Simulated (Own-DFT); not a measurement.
GaN (wurtzite, strained, atoms displaced) (calculated)

Computed with Own-DFT development build. A calculation, not a measurement: plane-wave PBE density functional theory by an unreviewed code, no spin, of a simulated periodic cell, stress positive in tension, free energy of the whole cell less one offset for each atom, forces on such cells passed a denser k mesh, this cell's mesh not checked; offsets are fitted by least squares, one for each functional and potential file, so energies compare only between cells with the same atoms and settings and are not formation energies; the far tail of each file's local potential was reset to the Coulomb form; each entry is a single point on an unrelaxed cell, so the pressure reflects the starting lattice, mostly measured values (interpolated for alloys), from which strain is counted, and rises with the displacements; printed positions are rounded, which can move forces by about a meV/angstrom; the program, named Own-DFT, is a retired in-house code; no spin-orbit coupling.

Settings shared by all entries: functional PBE; potential files PseudoDojo norm-conserving, scalar-relativistic, standard set with the stringent files for Ga; wave cutoff 96 hartree; occupations Gaussian; smearing width 0.01 eV; k mesh 3 x 4 x 3 centred on Gamma.

(1) 
```cif
# cell vector a (Å): 12.6311 -0.1965 -0.0313
# cell vector b (Å): -4.8643 8.4378 0.1524
# cell vector c (Å): -0.0255 0.1760 10.1825
data_GaN
_symmetry_space_group_name_H-M 'P 1'
_symmetry_Int_Tables_number 1
_cell_length_a 12.6327
_cell_length_b 9.7407
_cell_length_c 10.1841
_cell_angle_alpha 88.174
_cell_angle_beta 90.301
_cell_angle_gamma 120.853
_cell_volume 1075.19
loop_
_atom_site_label
_atom_site_type_symbol
_atom_site_fract_x
_atom_site_fract_y
_atom_site_fract_z
_atom_site_occupancy
Ga1 Ga 0.08379 0.22052 0.99372 1
Ga2 Ga 0.16531 0.09139 0.25070 1
N1 N 0.08763 0.21164 0.19404 1
N2 N 0.16330 0.11871 0.43429 1
Ga3 Ga 0.08411 0.22431 0.50435 1
Ga4 Ga 0.16732 0.10997 0.76690 1
N3 N 0.08203 0.21950 0.68385 1
N4 N 0.16551 0.11221 0.93695 1
Ga5 Ga 0.08798 0.56204 0.99928 1
Ga6 Ga 0.16662 0.46161 0.24484 1
N5 N 0.07806 0.54729 0.18552 1
N6 N 0.16742 0.46002 0.43373 1
Ga7 Ga 0.08332 0.55951 0.49891 1
Ga8 Ga 0.16672 0.44166 0.75221 1
N7 N 0.07191 0.54750 0.67627 1
N8 N 0.16273 0.44196 0.93488 1
Ga9 Ga 0.08056 0.88413 0.99533 1
Ga10 Ga 0.17471 0.78716 0.24624 1
N9 N 0.09142 0.89237 0.19735 1
N10 N 0.16136 0.77461 0.43629 1
Ga11 Ga 0.08891 0.88986 0.50416 1
Ga12 Ga 0.16431 0.77143 0.74893 1
N11 N 0.08459 0.89159 0.68463 1
N12 N 0.16977 0.78040 0.94001 1
Ga13 Ga 0.33177 0.22559 0.99844 1
Ga14 Ga 0.41904 0.11360 0.24739 1
N13 N 0.33917 0.22651 0.18913 1
N14 N 0.41711 0.10768 0.43620 1
Ga15 Ga 0.32867 0.22129 0.50066 1
Ga16 Ga 0.41599 0.12407 0.74445 1
N15 N 0.33650 0.21407 0.68543 1
N16 N 0.41713 0.11275 0.93221 1
Ga17 Ga 0.33539 0.55152 0.00103 1
Ga18 Ga 0.41511 0.44086 0.24715 1
N17 N 0.32576 0.55338 0.19103 1
N18 N 0.41920 0.43535 0.44010 1
Ga19 Ga 0.32135 0.55572 0.50051 1
Ga20 Ga 0.42399 0.45886 0.74573 1
N19 N 0.34264 0.55760 0.68483 1
N20 N 0.41424 0.45491 0.93898 1
Ga21 Ga 0.32998 0.88598 0.00226 1
Ga22 Ga 0.40991 0.76696 0.25074 1
N21 N 0.33229 0.88977 0.18909 1
N22 N 0.41905 0.77906 0.44180 1
Ga23 Ga 0.33404 0.89274 0.50212 1
Ga24 Ga 0.42072 0.78423 0.74494 1
N23 N 0.33046 0.88739 0.68420 1
N24 N 0.41691 0.77945 0.93549 1
Ga25 Ga 0.58050 0.21615 0.00063 1
Ga26 Ga 0.66559 0.10514 0.25351 1
N25 N 0.57871 0.21656 0.19102 1
N26 N 0.66873 0.10786 0.43581 1
Ga27 Ga 0.57798 0.21758 0.49153 1
Ga28 Ga 0.66316 0.11172 0.74806 1
N27 N 0.58587 0.22527 0.68334 1
N28 N 0.66865 0.11122 0.94438 1
Ga29 Ga 0.58247 0.55867 0.99133 1
Ga30 Ga 0.66487 0.44901 0.25981 1
N29 N 0.59220 0.56226 0.18935 1
N30 N 0.66584 0.43598 0.43860 1
Ga31 Ga 0.58004 0.54201 0.50164 1
Ga32 Ga 0.65939 0.44217 0.74690 1
N31 N 0.58944 0.55758 0.68465 1
N32 N 0.66689 0.44462 0.94316 1
Ga33 Ga 0.57986 0.88698 0.00083 1
Ga34 Ga 0.65434 0.77368 0.25370 1
N33 N 0.57389 0.88771 0.18549 1
N34 N 0.66868 0.77864 0.43282 1
Ga35 Ga 0.59471 0.89031 0.49785 1
Ga36 Ga 0.66240 0.77687 0.74699 1
N35 N 0.58655 0.89073 0.68204 1
N36 N 0.65768 0.76506 0.93317 1
Ga37 Ga 0.83150 0.20920 0.99753 1
Ga38 Ga 0.91729 0.11618 0.24899 1
N37 N 0.83389 0.22505 0.18895 1
N38 N 0.92440 0.11951 0.43223 1
Ga39 Ga 0.83504 0.22169 0.51212 1
Ga40 Ga 0.91317 0.10582 0.74778 1
N39 N 0.83555 0.22324 0.68601 1
N40 N 0.91310 0.10319 0.94008 1
Ga41 Ga 0.83611 0.54753 0.00487 1
Ga42 Ga 0.91617 0.44689 0.25321 1
N41 N 0.83759 0.56323 0.18281 1
N42 N 0.91690 0.44521 0.43407 1
Ga43 Ga 0.82936 0.56043 0.50344 1
Ga44 Ga 0.92031 0.44762 0.75108 1
N43 N 0.83467 0.55601 0.69047 1
N44 N 0.91443 0.43830 0.93711 1
Ga45 Ga 0.83039 0.88537 0.00040 1
Ga46 Ga 0.92416 0.77743 0.25099 1
N45 N 0.82940 0.88155 0.18658 1
N46 N 0.90864 0.76362 0.44088 1
Ga47 Ga 0.82981 0.89044 0.50778 1
Ga48 Ga 0.90965 0.77560 0.75485 1
N47 N 0.83595 0.89344 0.69327 1
N48 N 0.91871 0.78325 0.93833 1
_calc_free_energy_of_cell_above_offsets '-1.408'  # eV
_calc_pressure 11.66  # GPa
_calc_stress_xx -11.57  # GPa
_calc_stress_yy -5.18  # GPa
_calc_stress_zz -18.22  # GPa
_calc_stress_yz 3.58  # GPa
_calc_stress_xz -1.08  # GPa
_calc_stress_xy -3.64  # GPa
```

Force:
```csv
element,x (eV/Å),y (eV/Å),z (eV/Å)
Ga,-0.659,-0.074,2.233
Ga,-0.882,4.157,0.413
N,-0.616,1.396,-1.527
N,1.084,-1.169,1.019
Ga,0.087,0.598,-2.272
Ga,0.091,-0.389,-5.739
N,0.735,0.572,2.36
N,0.24,-0.357,3.282
Ga,-0.633,-1.511,-0.289
Ga,0.528,-3.72,1.127
N,-0.629,2.449,-0.507
N,-0.439,-1.894,0.203
Ga,-0.735,-0.44,-1.785
Ga,-0.298,0.113,-1.648
N,2.962,1.477,2.639
N,0.401,0.518,0.854
Ga,0.548,0.572,1.108
Ga,-1.18,-2.369,1.174
N,-0.365,-2.102,-2.718
N,0.83,1.14,-0.045
Ga,-1.42,0.108,-1.401
Ga,-0.543,0.126,-0.651
N,-0.07,-0.038,2.384
N,-1.204,-0.362,-0.579
Ga,1.195,0.127,0.277
Ga,-0.786,-0.83,0.376
N,-0.605,-0.614,-0.635
N,-1.673,0.01,-0.009
Ga,0.416,-0.798,-0.789
Ga,3.221,-2.802,0.952
N,-3.743,2.799,0.253
N,-0.857,-0.253,0.863
Ga,-2.05,1.397,0.055
Ga,0.175,0.403,0.567
N,2.373,0.431,-0.951
N,-1.729,0.978,-0.55
Ga,2.739,0.734,-0.406
Ga,0.221,-2.1,0.393
N,-2.196,0.555,0.513
N,1.439,-1.973,-0.948
Ga,1.485,1.083,-0.761
Ga,-0.354,1.039,0.668
N,1.629,0.611,-0.41
N,-0.205,0.026,-0.235
Ga,0.313,-0.949,-1.354
Ga,-0.758,-0.506,0.025
N,0.573,0.415,1.406
N,-0.788,-0.518,0.152
Ga,0.287,0.894,0.23
Ga,-0.33,0.541,-1.237
N,1.77,1.4,-0.189
N,-0.32,0.511,1.342
Ga,1.789,-0.373,0.726
Ga,0.531,0.012,0.377
N,-0.303,-0.101,0.13
N,-1.066,-0.767,-1.396
Ga,1.307,-1.672,1.972
Ga,1.082,-0.524,-2.769
N,-1.908,-0.521,-0.584
N,-0.639,0.623,1.253
Ga,0.187,1.245,-1.296
Ga,2.365,-0.473,1.23
N,-0.849,0.828,0.462
N,-0.488,-0.366,-0.86
Ga,0.636,-0.047,-0.621
Ga,1.597,0.511,-1.915
N,1.105,-0.061,0.682
N,0.022,-0.998,2.086
Ga,-1.758,-0.317,-0.737
Ga,0.56,0.109,0.059
N,0.023,0.59,1.015
N,0.007,2.685,0.136
Ga,0.235,1.63,0.942
Ga,0.654,-1.011,-0.887
N,-0.05,-0.091,-0.422
N,-1.368,-1.072,2.095
Ga,0.169,0.564,-4.228
Ga,0.003,0.889,0.601
N,-0.343,-0.045,2.97
N,0.273,0.395,-0.901
Ga,-0.799,0.362,-1.696
Ga,-0.808,-0.866,-0.872
N,0.043,-0.601,2.081
N,-0.797,-0.239,1.782
Ga,1.699,-2.087,0.094
Ga,-1.95,-1.233,0.128
N,-0.714,0.121,0.552
N,0.624,0.284,0.437
Ga,-0.11,-0.728,0.364
Ga,-2.142,-0.185,0.185
N,-0.036,0.741,0.827
N,0.066,3.311,-0.223
Ga,1.591,0.282,-2.131
Ga,1.399,-0.389,-1.191
N,-0.728,-0.75,-0.232
N,-0.386,-1.077,0.54
```

(2) 
```cif
# cell vector a (Å): 12.6884 0.1959 0.0616
# cell vector b (Å): -4.6309 8.2755 0.1178
# cell vector c (Å): 0.0501 0.1764 10.4988
data_GaN
_symmetry_space_group_name_H-M 'P 1'
_symmetry_Int_Tables_number 1
_cell_length_a 12.6901
_cell_length_b 9.4838
_cell_length_c 10.5004
_cell_angle_alpha 88.582
_cell_angle_beta 89.434
_cell_angle_gamma 118.340
_cell_volume 1111.59
loop_
_atom_site_label
_atom_site_type_symbol
_atom_site_fract_x
_atom_site_fract_y
_atom_site_fract_z
_atom_site_occupancy
Ga1 Ga 0.08561 0.22024 0.98998 1
Ga2 Ga 0.16392 0.11146 0.24212 1
N1 N 0.08589 0.23036 0.19442 1
N2 N 0.17103 0.12280 0.43538 1
Ga3 Ga 0.07990 0.22260 0.50241 1
Ga4 Ga 0.16838 0.11198 0.75126 1
N3 N 0.08269 0.22222 0.67762 1
N4 N 0.16438 0.11098 0.95119 1
Ga5 Ga 0.08392 0.55369 0.00189 1
Ga6 Ga 0.16111 0.43634 0.24305 1
N5 N 0.07954 0.54366 0.19030 1
N6 N 0.16353 0.43476 0.43528 1
Ga7 Ga 0.08646 0.55195 0.50563 1
Ga8 Ga 0.16339 0.44297 0.75514 1
N7 N 0.07645 0.55266 0.68091 1
N8 N 0.16680 0.45013 0.93463 1
Ga9 Ga 0.08450 0.88595 0.00003 1
Ga10 Ga 0.17297 0.78045 0.25005 1
N9 N 0.08214 0.88178 0.19104 1
N10 N 0.17035 0.77914 0.44304 1
Ga11 Ga 0.08358 0.88818 0.50048 1
Ga12 Ga 0.16934 0.77435 0.74771 1
N11 N 0.08199 0.87758 0.69117 1
N12 N 0.16488 0.78387 0.93850 1
Ga13 Ga 0.33120 0.22578 0.99548 1
Ga14 Ga 0.42496 0.11696 0.24706 1
N13 N 0.33584 0.21763 0.18723 1
N14 N 0.42110 0.11327 0.43721 1
Ga15 Ga 0.33483 0.22725 0.50617 1
Ga16 Ga 0.41412 0.11885 0.74836 1
N15 N 0.32999 0.22449 0.68283 1
N16 N 0.41346 0.10965 0.93581 1
Ga17 Ga 0.33556 0.56315 0.99171 1
Ga18 Ga 0.40733 0.43847 0.24872 1
N17 N 0.32834 0.54651 0.18313 1
N18 N 0.41246 0.44155 0.44860 1
Ga19 Ga 0.33040 0.56174 0.50115 1
Ga20 Ga 0.41513 0.43571 0.74705 1
N19 N 0.33688 0.56101 0.68595 1
N20 N 0.41774 0.44963 0.93738 1
Ga21 Ga 0.33557 0.89150 0.00469 1
Ga22 Ga 0.42200 0.78827 0.26453 1
N21 N 0.32502 0.87451 0.18586 1
N22 N 0.41147 0.77196 0.44386 1
Ga23 Ga 0.33623 0.89018 0.49665 1
Ga24 Ga 0.41458 0.78479 0.75244 1
N23 N 0.32941 0.89064 0.68515 1
N24 N 0.42013 0.77157 0.94071 1
Ga25 Ga 0.58553 0.22452 0.99740 1
Ga26 Ga 0.66316 0.11226 0.24818 1
N25 N 0.58378 0.22428 0.18875 1
N26 N 0.66236 0.11436 0.43661 1
Ga27 Ga 0.58265 0.22031 0.49836 1
Ga28 Ga 0.67494 0.11193 0.75218 1
N27 N 0.58100 0.22207 0.68805 1
N28 N 0.66976 0.11563 0.93988 1
Ga29 Ga 0.58756 0.56331 0.99821 1
Ga30 Ga 0.66028 0.43858 0.25482 1
N29 N 0.57925 0.55966 0.19537 1
N30 N 0.66081 0.44490 0.43821 1
Ga31 Ga 0.58639 0.54793 0.50635 1
Ga32 Ga 0.67066 0.44773 0.75480 1
N31 N 0.58034 0.54943 0.68712 1
N32 N 0.66397 0.44847 0.93619 1
Ga33 Ga 0.58092 0.88617 0.00133 1
Ga34 Ga 0.67125 0.77921 0.25018 1
N33 N 0.58121 0.89388 0.18666 1
N34 N 0.66757 0.78185 0.44177 1
Ga35 Ga 0.58023 0.89688 0.50358 1
Ga36 Ga 0.67048 0.77692 0.74078 1
N35 N 0.58574 0.89513 0.68901 1
N36 N 0.66426 0.77381 0.93180 1
Ga37 Ga 0.82642 0.22084 0.00094 1
Ga38 Ga 0.91300 0.10648 0.24252 1
N37 N 0.83476 0.22503 0.19571 1
N38 N 0.91155 0.10003 0.44279 1
Ga39 Ga 0.83472 0.21152 0.48982 1
Ga40 Ga 0.91611 0.10672 0.75438 1
N39 N 0.83716 0.23614 0.69353 1
N40 N 0.91973 0.11982 0.94704 1
Ga41 Ga 0.82984 0.55742 0.00551 1
Ga42 Ga 0.91375 0.43271 0.24882 1
N41 N 0.83381 0.56147 0.19274 1
N42 N 0.92071 0.44687 0.43807 1
Ga43 Ga 0.83685 0.56182 0.50080 1
Ga44 Ga 0.91845 0.44799 0.74956 1
N43 N 0.83265 0.55940 0.68839 1
N44 N 0.91916 0.44945 0.94473 1
Ga45 Ga 0.83846 0.89173 0.99609 1
Ga46 Ga 0.91840 0.77525 0.25003 1
N45 N 0.83814 0.89942 0.17705 1
N46 N 0.92614 0.79556 0.43337 1
Ga47 Ga 0.84012 0.88979 0.49924 1
Ga48 Ga 0.91651 0.77521 0.74662 1
N47 N 0.83340 0.88611 0.68616 1
N48 N 0.91767 0.78109 0.94247 1
_calc_free_energy_of_cell_above_offsets '-4.745'  # eV
_calc_pressure 4.33  # GPa
_calc_stress_xx -7.41  # GPa
_calc_stress_yy -4.04  # GPa
_calc_stress_zz -1.55  # GPa
_calc_stress_yz 3  # GPa
_calc_stress_xz 1.84  # GPa
_calc_stress_xy 4.47  # GPa
```

Force:
```csv
element,x (eV/Å),y (eV/Å),z (eV/Å)
Ga,-1.893,1.657,2.173
Ga,1.039,-0.444,1.305
N,-0.759,-2.504,-2.073
N,0.337,-1.444,0.258
Ga,0.549,-0.581,-1.865
Ga,-0.674,-0.981,-0.23
N,-0.066,-0.148,3.3
N,1.505,-0.549,-2.293
Ga,-0.93,0.713,0.607
Ga,1.285,1.531,1.604
N,-1.022,1.768,-0.703
N,-0.062,1.55,0.087
Ga,-0.359,0.033,-2.215
Ga,0.459,0.275,-1.827
N,1.25,0.573,2.14
N,0.816,-0.683,0.27
Ga,-1.263,0.012,0.982
Ga,-1.725,-1.915,1.137
N,-0.086,0.922,-0.643
N,0.104,-0.288,-0.708
Ga,0.768,1.354,-0.155
Ga,-0.415,-0.545,0.563
N,-0.825,1.693,-0.357
N,2.21,-1.174,-0.551
Ga,0.688,0.317,1.157
Ga,-1.602,-1.307,0.731
N,-0.764,0.261,-0.567
N,-0.388,-0.167,-0.192
Ga,-0.53,-0.983,-2.323
Ga,1.308,-1.105,0.057
N,-0.076,-0.41,1.79
N,0.634,0.443,0.197
Ga,-0.179,-2.021,1.661
Ga,0.913,0.058,1.015
N,-0.59,1.443,0.112
N,0.663,1.225,-1.265
Ga,0.334,-2.556,0.226
Ga,-0.544,1.658,0.41
N,-0.876,-0.127,0.962
N,0.549,-0.731,-0.611
Ga,-0.326,-0.741,-0.913
Ga,-0.163,-1.803,-2.174
N,2.046,2.206,0.391
N,1.105,1.638,-0.402
Ga,-1.459,0.568,0.687
Ga,1.047,-0.591,-0.256
N,0.623,0.772,0.188
N,-1.16,2.57,-0.941
Ga,-1.116,0.068,0.004
Ga,1.207,-0.37,0.476
N,0.242,0.585,-1.135
N,1.511,-0.367,-0.475
Ga,-0.704,0.863,1.132
Ga,-1.369,0.269,-0.459
N,0.451,0.276,0.352
N,-0.396,-0.971,-0.137
Ga,-1.226,-0.854,1.082
Ga,0.167,1.362,-0.408
N,0.5,-0.302,-1.09
N,2.674,-0.569,-0.257
Ga,-2.82,1.486,-0.653
Ga,-0.49,-0.886,-1.034
N,0.369,0.684,0.698
N,1.213,-0.44,0.787
Ga,0.526,0.106,-0.234
Ga,-0.489,0.092,0.476
N,0.497,-0.055,0.458
N,0.311,-0.162,-0.114
Ga,1.043,-0.97,-0.132
Ga,-1.166,-0.731,0.648
N,-0.199,-0.168,0.156
N,0.6,1.655,0.091
Ga,1.158,1.159,0.62
Ga,1.224,0.599,1.048
N,-1.284,-1.314,-1.325
N,1.144,1.258,-1.59
Ga,-1.964,1.837,1.422
Ga,-0.274,0.77,-0.439
N,0.739,-1.81,-0.974
N,0.022,-0.67,-1.418
Ga,0.423,0.115,-0.109
Ga,-0.152,2.31,0.818
N,-0.412,-1.338,-0.136
N,-0.42,-0.52,0.062
Ga,-0.034,-0.519,-0.66
Ga,-0.405,0.11,0.903
N,0.078,-0.044,-0.242
N,-0.539,-0.415,-0.73
Ga,-1.413,-0.009,-0.148
Ga,-0.321,0.584,-0.319
N,-0.14,-1.455,1.332
N,0.375,-2.228,0.236
Ga,-1.959,-0.884,0.396
Ga,0.394,0.094,1.162
N,0.184,0.861,0.26
N,0.746,-0.534,-1.152
```
